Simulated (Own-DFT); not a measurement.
# Computed records: Al32O47 (corundum with one vacancy, atoms displaced), Al31GaO48 (corundum with substituted atoms, atoms displaced)

A calculation, not a measurement: plane-wave PBE density functional theory by an unreviewed code, no spin, of a simulated periodic cell, stress positive in tension, free energy of the whole cell less one offset for each atom, defect cell not probed for a lower state with spin; oxygen file: force components 24 meV/angstrom off all-electron in one glass; forces on such cells passed a denser k mesh, this cell's mesh not checked; offsets are fitted by least squares, one for each functional and potential file, so energies compare only between cells with the same atoms and settings and are not formation energies; the far tail of each file's local potential was reset to the Coulomb form; each entry is a single point on an unrelaxed cell, so the pressure reflects the starting lattice, mostly measured values, from which strain is counted, and rises with the displacements; printed positions are rounded, which can move forces by about a meV/angstrom; the program is a retired in-house code; no spin-orbit coupling; before rounding, a Quantum ESPRESSO 7.3.1 run of the same cell and cutoff gave forces within 1 meV/angstrom rms on each cell, which checks the program and not the settings. Program: Own-DFT development build.

Settings shared by all entries: functional PBE; potential files PseudoDojo norm-conserving, scalar-relativistic, standard set; wave cutoff 72 hartree; occupations Fermi-Dirac; smearing width 0.1 eV; k mesh 3 x 3 x 3 centred on Gamma.

(1) 
```xyz
79
Lattice="5.4940 0.0000 8.6604 -2.7470 4.7579 8.6604 -2.7470 -4.7579 8.6604" Properties=species:S:1:pos:R:3:force_x:R:1:force_y:R:1:force_z:R:1 formula=Al32O47 free_energy_of_cell_above_offsets=-44.446 pressure=13.26 stress_xx=-14.81 stress_yy=-12.33 stress_zz=-12.63 stress_yz=-2.31 stress_xz=-0.72 stress_xy=-0.8
Al    -0.0296     0.0127     4.6032       2.27     -1.577      0.841
Al     0.0580     0.0231     8.3233      0.912     -1.412      1.902
Al    -0.0441     0.1127    11.0777      0.832     -2.857     -1.765
Al    -0.0230    -0.0579     2.0567      0.554     -1.422     -2.317
O     -0.0904     1.5935     7.5699     -1.906      0.201     -0.103
O      1.5580    -0.7199     7.4742     -1.435      0.295      1.847
O     -1.3190    -0.9849     7.5991      -0.48      0.407     -0.342
O      0.2179    -1.5891     5.3352     -2.294     -0.796      1.515
O     -1.4208     0.6869     5.5182     -0.717      0.195     -1.434
O      1.4140     0.9488     5.3590     -0.723      0.515     -0.418
Al    -1.3063    -2.4310     8.7878     -0.716      1.371       2.24
Al    -1.3430    -2.3657    12.6912     -0.852      0.575      2.254
Al    -1.5033    -2.4493    15.4649      2.728       2.45     -1.742
Al    -1.4362    -2.4751     6.3541      0.485      0.972     -3.796
O     -1.6307    -0.7252    11.9168      1.749     -0.333       -0.5
O      0.0971    -3.1093    11.8596     -0.025      2.371      2.529
O     -2.9183    -3.3262    11.8130      5.613     -2.238      4.122
O     -1.2526    -3.9866     9.7933     -0.634      0.101     -0.597
O     -2.9729    -1.5266     9.6887      1.247     -1.707      0.162
O      0.0264    -1.4963     9.8571     -3.665      1.023     -3.481
Al    -1.3853     2.3167     8.8952     -0.566      1.706     -0.233
Al    -1.2531     2.2821    12.6618     -5.499      5.122      6.815
Al    -1.3941     2.3607    15.3769      0.924      0.939     -1.536
Al    -1.4134     2.3503     6.2511      0.906      0.797      1.289
O     -1.4202     3.9586    11.9252     -0.908      2.913     -1.446
O     -0.0817     1.6426    11.8846      8.409     -2.169       -2.8
O     -2.6290     1.5635    12.0361     -4.102     -3.054      -2.78
O     -1.1887     0.7749     9.6499     -1.158      -2.67      1.705
O     -2.8810     3.0193     9.7690      0.315      2.405      0.017
O     -0.0689     3.1955     9.7241      1.005       1.47      0.742
Al    -2.9061    -0.0702    13.1439      2.199       1.86      2.992
Al    -2.7697    -0.0661    17.1083      1.255     -0.267      0.073
Al    -2.8429     0.2407    19.7517      0.242     -7.386     -1.867
Al    -2.7958     0.0003    10.6637      0.289      1.398     -2.075
O     -2.9108     1.6082    16.0150      0.521     -0.882      4.371
O     -1.3314    -0.7948    16.3203      1.389      0.319     -0.734
O     -4.0425    -0.8390    16.2099     -2.879     -1.716     -0.846
O     -2.6923    -1.6592    14.1124     -0.202      -0.48     -1.017
O     -4.2619     0.7145    14.0355     -1.179     -0.863      0.373
O     -1.3381     0.9365    14.2170     -0.329     -0.851     -1.995
Al     2.8824     0.1354     8.8669     -4.711     -3.485      1.445
Al     2.8459    -0.1051    12.7902     -4.154      0.971      0.876
Al     2.8356     0.0537    15.4009     -1.764     -0.755      1.352
Al     2.8160     0.0563     6.2827     -2.459     -0.513     -0.994
O      2.6188     1.6643    11.9671      0.159     -0.981      0.253
O      4.1353    -0.7330    11.9307      3.085      0.093     -1.118
O      1.2968    -1.1036    11.8505      0.653      3.267      2.195
O      2.7616    -1.6068     9.8811      1.112      0.534     -2.235
O      1.3193     0.7089     9.7488     -0.516      0.757      0.621
O      4.0257     0.9780     9.7748      2.735     -0.378      0.626
Al     1.3752    -2.3625    13.1875      0.468      0.767      0.578
Al     1.3637    -2.4398    17.0545     -0.613      3.131      0.208
Al     1.4551    -2.5119    19.6748     -4.845      5.227     -2.157
Al     1.2444    -2.4085    10.5410      4.456      0.188      0.187
O      1.2776    -0.7596    16.1676      0.063     -0.201      1.209
O      2.7899    -3.1834    16.3281      1.463     -0.129      -0.93
O     -0.0456    -3.2934    16.2574      0.476      0.289     -0.329
O      1.4888    -3.8491    14.1360      -0.31     -3.146      0.113
O     -0.1670    -1.6107    14.1046      0.392     -1.503     -1.658
O      2.8206    -1.5591    14.0484     -0.564      1.377      0.129
Al     1.4767     2.4012    13.2423      -3.46     -2.127      1.126
Al     1.3351     2.3398    16.9848      2.785      1.613      2.925
Al     1.2921     2.4369    19.7265      1.104     -0.725     -0.574
Al     1.3949     2.4271    10.7092     -1.155     -0.948     -3.623
O      1.2351     4.0946    16.3555      1.726      -0.55     -1.999
O      0.1600     1.5105    16.1791      -3.53     -1.835     -0.525
O      1.4704     0.6534    14.1463      1.782      1.357     -2.344
O     -0.2114     3.2079    14.0877       4.14     -1.017     -1.362
O      2.7260     3.2297    14.0815      0.222      1.808      0.614
Al     0.0437    -0.0184    17.6653      0.651      0.101      -1.64
Al    -0.0479    -0.1519    21.3040      2.057      4.319       1.15
Al    -0.1080    -0.0413    23.9918      2.595      0.692      0.968
Al    -0.0053    -0.0404    14.9135     -0.478      0.153      1.209
O      0.0009     1.5907    20.5291     -2.916      -1.37      1.537
O      1.4482    -0.7482    20.5733      0.017     -0.997     -0.813
O     -1.3095    -0.9378    20.5036     -2.651      0.064      0.756
O      0.0474    -1.6188    18.4290      0.913     -0.947      0.364
O     -1.4390     0.6770    18.3604     -1.972      1.374      0.968
O      1.4116     1.0781    18.4709     -0.535     -3.201     -1.074
```

Units: free_energy_of_cell_above_offsets in eV; pressure, stress_xx, stress_yy, stress_zz, stress_yz, stress_xz, stress_xy in GPa; force_x, force_y, force_z in eV/Å.

(2) 
```xyz
80
Lattice="5.4940 0.0000 8.6604 -2.7470 4.7579 8.6604 -2.7470 -4.7579 8.6604" Properties=species:S:1:pos:R:3:force_x:R:1:force_y:R:1:force_z:R:1 formula=Al31GaO48 free_energy_of_cell_above_offsets=-43.898 pressure=15.55 stress_xx=-16.61 stress_yy=-16.17 stress_zz=-13.86 stress_yz=0.81 stress_xz=0.63 stress_xy=0.08
Al    -0.0667     0.0334     4.6004      1.725     -1.849     -1.953
Al     0.0285     0.0534     8.4726     -0.386     -2.839     -0.376
Al     0.0041    -0.0480    10.9850      0.289      0.097      2.172
Ga    -0.1267     0.0168     1.8236      1.726      0.363       1.47
O     -0.0161     1.5288     7.6495      -0.66      2.627      -1.57
O      1.5056    -0.8723     7.5420      0.041      5.642      2.871
O     -1.3276    -0.8704     7.6313     -0.604     -0.091      -1.55
O      0.1903    -1.8312     5.4022     -2.874      3.839     -0.374
O     -1.4370     0.8668     5.4618      -0.75     -4.457     -2.107
O      1.3816     0.8046     5.3536      -0.46      2.013      1.063
Al    -1.4296    -2.3731     8.8575      0.079     -0.465      1.264
Al    -1.3771    -2.5101    12.7611       1.26      1.936     -1.538
Al    -1.4286    -2.4619    15.4969      2.035       1.91     -0.654
Al    -1.3574    -2.3661     6.2595      0.134     -1.827      1.025
O     -1.5160    -0.7434    11.9027      1.088      0.318     -0.008
O      0.1311    -3.0798    11.7841      -0.95     -0.549      1.091
O     -2.8203    -3.2309    11.9000     -0.358     -0.961      2.052
O     -1.4360    -3.9774     9.7718      3.612      1.492     -1.878
O     -2.8533    -1.6890     9.8075     -0.633      1.854     -0.385
O     -0.0133    -1.3558     9.6566      0.706      -1.33       0.64
Al    -1.3197     2.3318     9.0073       1.05      3.319     -1.737
Al    -1.4650     2.3179    12.7725      3.324      1.813      -0.53
Al    -1.4533     2.4511    15.4700      1.205     -4.929     -2.695
Al    -1.3721     2.3763     6.1444      2.058      3.251      3.986
O     -1.4098     4.0943    11.8035     -2.547     -2.268      2.565
O      0.2480     1.8488    11.9047     -2.866     -3.141       -1.5
O     -2.7243     1.3844    11.8435     -0.949      1.254          0
O     -1.2283     0.7727     9.7463     -0.167     -0.934      1.727
O     -2.7890     3.1768     9.6393     -1.986     -3.338     -0.015
O     -2.6641    -1.1990    18.2667     -1.376     -4.977      0.332
Al    -2.7665     0.0014    13.2714      0.397      1.862     -0.554
Al    -2.7500     0.0048    16.9125      0.396     -0.026      1.856
Al    -2.6998    -0.0841    19.7102     -2.724       3.65     -2.439
Al    -2.6907     0.0220    10.6905     -0.398     -2.803      -2.37
O     -2.8929     1.6164    16.1810      0.128      0.652      0.607
O     -1.0742    -0.6792    16.2778      -2.96     -2.033     -1.881
O     -4.0804    -0.9576    16.2191      -0.89     -0.277     -0.942
O     -2.6342    -1.4497    14.0861      0.847     -5.486      2.338
O     -4.2480     0.7881    14.0511      0.258     -0.977     -1.092
O     -1.3832     0.9719    14.0692      0.498     -1.798     -0.256
Al     2.7259     0.0535     8.8708       0.74     -0.574      0.339
Al     2.7917     0.1312    12.7746     -1.392     -2.638     -1.736
Al     2.7185    -0.0312    15.2819      0.586      0.165      3.372
Al     2.7059    -0.1325     6.2454      0.723      1.733     -1.383
O      2.6419     1.7507    11.9539      1.366     -1.792     -0.425
O      4.2026    -0.8704    11.8751     -0.305      1.978       2.09
O      1.3440    -0.9835    11.8447      1.445      1.851      0.804
O      2.8343    -1.6166     9.7548      1.402     -0.035     -0.995
O      1.3091     0.8327     9.7581      -0.58     -2.599     -0.958
O      4.1016     1.0098     9.6720       -2.6     -0.359       0.06
Al     1.3653    -2.3630    13.2734      1.467     -1.116     -1.772
Al     1.3442    -2.2621    17.1362      0.851     -2.463       0.51
Al     1.3171    -2.3014    19.7580      1.194     -2.288     -2.471
Al     1.3904    -2.4267    10.5041     -1.169      0.215      0.832
O      1.2979    -0.8323    16.2150      0.229      3.193     -1.173
O      2.8581    -3.0818    16.3207     -0.742     -0.758     -1.668
O      0.0350    -3.2675    16.2453     -1.041      -1.06     -0.721
O      1.5326    -4.0820    14.0167     -0.995      0.151      0.588
O      0.0045    -1.5968    13.9417     -2.934      -0.17      2.033
O      2.8341    -1.4807    14.1814     -1.474      1.586     -2.456
Al     1.4486     2.3924    13.0905     -2.167      2.466      3.368
Al     1.5004     2.2842    17.0130     -2.435       1.36      0.208
Al     1.3902     2.2830    19.6718     -1.566      1.027     -0.132
Al     1.4628     2.3397    10.5782     -3.779      2.022      0.833
O      1.2293     4.0174    16.0588     -4.373     -3.371          5
O      2.9804     1.6472    16.3748     -0.429     -1.734     -2.434
O     -0.0389     1.4483    16.1859      1.734      0.873      0.487
O      1.4200     0.7412    14.0529      2.251     -0.228     -0.172
O     -0.1389     3.1451    14.0192      0.837     -1.399     -0.651
O      2.8235     3.1779    14.1446     -3.287      1.844     -2.232
Al     0.0127     0.0932    17.5062     -3.222     -2.642     -0.349
Al     0.0431     0.1344    21.2908      -0.64     -3.694      2.232
Al    -0.1880    -0.1414    24.1320      7.648      4.159     -3.285
Al     0.0079    -0.0213    14.9359     -0.953       0.26     -1.221
O     -0.1773     1.6055    20.5780      1.748      3.352     -2.277
O      1.5171    -0.8427    20.5129     -1.028      4.921      2.645
O     -1.4059    -0.8238    20.3827      5.061     -2.036      4.268
O     -0.0506    -1.6805    18.4475      5.112       1.94     -2.505
O     -1.4382     0.7007    18.3691     -0.423      2.275     -0.454
O      1.2522     0.8029    18.3164      4.822      3.052      3.147
```

Units: free_energy_of_cell_above_offsets in eV; pressure, stress_xx, stress_yy, stress_zz, stress_yz, stress_xz, stress_xy in GPa; force_x, force_y, force_z in eV/Å.

(3) 
```xyz
80
Lattice="5.4940 0.0000 8.6604 -2.7470 4.7579 8.6604 -2.7470 -4.7579 8.6604" Properties=species:S:1:pos:R:3:force_x:R:1:force_y:R:1:force_z:R:1 formula=Al31GaO48 free_energy_of_cell_above_offsets=-56.755 pressure=8.66 stress_xx=-8.95 stress_yy=-8.96 stress_zz=-8.08 stress_yz=-0.38 stress_xz=0.03 stress_xy=-0.36
Al    -0.0214     0.0127     4.5490       0.67     -0.434      0.942
Al    -0.0252    -0.0433     8.4217      0.377      0.684     -0.087
Al     0.0112     0.0611    11.0822      0.457     -1.585     -0.346
Al    -0.0103     0.0184     1.8842      0.695     -0.399       0.07
O     -0.1001     1.6554     7.5982     -0.173     -0.124      0.136
O      1.4512    -0.7609     7.5891      1.208      0.226     -0.085
O     -1.3907    -0.9165     7.6062     -1.061       0.12     -0.541
O      0.0775    -1.6318     5.4301      0.912      0.131     -0.769
O     -1.4802     0.7305     5.4082     -0.471       0.39      0.446
O      1.3719     0.9027     5.4442       0.22          0     -0.268
Al    -1.4328    -2.3544     8.9194      1.134     -0.382     -0.699
Al    -1.4257    -2.3857    12.7812      1.245     -0.333     -0.524
Al    -1.3223    -2.3357    15.3860     -0.977     -1.349      0.314
Al    -1.3932    -2.3382     6.2195      0.914     -1.035      0.911
O     -1.4505    -0.7410    11.8866     -0.695      0.503       0.64
O      0.0871    -3.1003    11.8860     -0.746     -0.452      1.234
O     -2.7314    -3.3253    11.9451     -0.812      0.389     -0.964
O     -1.2633    -4.0022     9.6888     -0.643     -0.718      0.929
O     -2.8732    -1.6283     9.7584     -0.195     -0.578     -0.085
O     -0.0058    -1.4086     9.7219     -0.865      0.383      0.095
Al    -1.3884     2.3682     8.9007      0.423      0.041      0.577
Al    -1.3797     2.3614    12.7410     -0.631      0.508      0.304
Al    -1.2834     2.3549    15.4113     -2.917      0.237      0.017
Al    -1.3531     2.3755     6.3436      0.065     -0.652      -1.21
O     -1.4772     4.0252    11.9004     -0.384     -0.365      0.016
O      0.1078     1.6576    11.9131      0.159      0.187      0.257
O     -2.8165     1.4934    11.8984       1.93     -0.573      0.646
O     -1.2772     0.7712     9.7683      0.371     -0.301      0.085
O     -2.8689     3.1294     9.6578     -0.154      0.297      1.206
O      0.0154     3.3200     9.7499     -0.422     -0.769      0.244
Al    -2.7662     0.0039    13.1942      0.225     -0.016      0.681
Al    -2.7392    -0.0827    17.0968     -0.596      2.392      0.169
Al    -2.7679    -0.0281    19.7299      0.529      0.729      0.076
Al    -2.7299     0.0071    10.5997     -0.485     -0.124     -0.466
O     -2.8700     1.6957    16.2604      0.324     -0.895     -0.229
O     -1.2948    -0.7434    16.2924      0.877      0.134     -1.127
O     -4.1063    -0.9288    16.2584     -0.467     -0.273     -0.737
O     -2.6108    -1.6854    14.0957      -0.46       0.98     -0.297
O     -4.2135     0.7473    14.0162     -0.498     -0.491      0.987
O     -1.3729     0.9470    14.1016     -0.257     -0.803      -0.69
Al     2.7621    -0.0227     8.9264     -0.669      0.487     -0.279
Al     2.7988     0.0316    12.6975     -1.293     -0.601      1.235
Al     2.6865    -0.0226    15.3833      0.913      0.046      0.031
Al     2.7625    -0.0780     6.2876     -0.776      1.524     -0.411
O      2.6692     1.6292    11.8806     -0.683      0.356       0.45
O      4.2077    -0.7057    11.9476      1.194     -0.804     -1.489
O      1.4300    -0.9542    11.9333      -0.77      1.523      0.131
O      2.8809    -1.6560     9.7079      1.084      0.204     -0.156
O      1.2956     0.7511     9.7698     -0.314     -0.623     -0.184
O      4.1221     0.9247     9.7431     -0.183      0.067      0.003
Al     1.3606    -2.3834    13.2564      0.414     -0.447     -0.863
Al     1.3234    -2.3992    17.0685      0.349      0.271      0.151
Al     1.3441    -2.4044    19.7432      1.047      1.084     -0.571
Ga     1.3900    -2.4011    10.5504     -0.601      0.697      0.274
O      1.2171    -0.7264    16.2634      0.317     -0.046     -0.758
O      2.7955    -3.1647    16.1940      0.293      1.272      0.814
O     -0.0469    -3.2852    16.2417      0.721     -0.714      0.327
O      1.4527    -4.0571    14.0885      0.207     -0.063     -0.233
O     -0.0988    -1.6277    14.0774     -0.376     -0.338       0.03
O      2.7454    -1.4926    14.0832     -0.498      0.888      0.154
Al     1.3867     2.4229    13.2720     -0.372     -1.292     -0.719
Al     1.3747     2.3782    16.9949      0.099      -0.17       1.83
Al     1.3766     2.3735    19.7424     -0.917      0.161       -0.7
Al     1.3888     2.3444    10.6107      0.067      1.084     -0.625
O      1.2810     4.0280    16.2457       -0.5       0.04     -0.378
O      2.8436     1.6418    16.2717      0.376     -0.381     -1.004
O     -0.0030     1.4418    16.2457      0.447     -0.201      0.002
O      1.4926     0.7269    14.0643     -0.264       0.13      0.167
O     -0.1088     3.0588    14.0753      0.012      0.561      0.335
O      2.7087     3.2972    14.0773      1.372     -0.035      0.909
Al    -0.0145     0.0192    17.5254      0.168     -0.287      1.408
Al    -0.0120    -0.0535    21.4299      0.327       1.47      -0.38
Al     0.0273    -0.0123    24.0606     -0.146      0.434     -0.375
Al    -0.0162    -0.0317    14.8872      0.301      0.788      0.104
O     -0.0928     1.6365    20.6148      0.292     -0.399      0.149
O      1.4955    -0.7066    20.5680     -0.008     -0.999      0.152
O     -1.3316    -0.9671    20.5722     -0.743      0.149     -0.011
O      0.0931    -1.6278    18.3791      0.088     -0.645      0.555
O     -1.5207     0.7124    18.4504      0.725     -1.705     -1.424
O      1.3870     0.8761    18.4210     -0.527      0.831     -0.509
```

Units: free_energy_of_cell_above_offsets in eV; pressure, stress_xx, stress_yy, stress_zz, stress_yz, stress_xz, stress_xy in GPa; force_x, force_y, force_z in eV/Å.
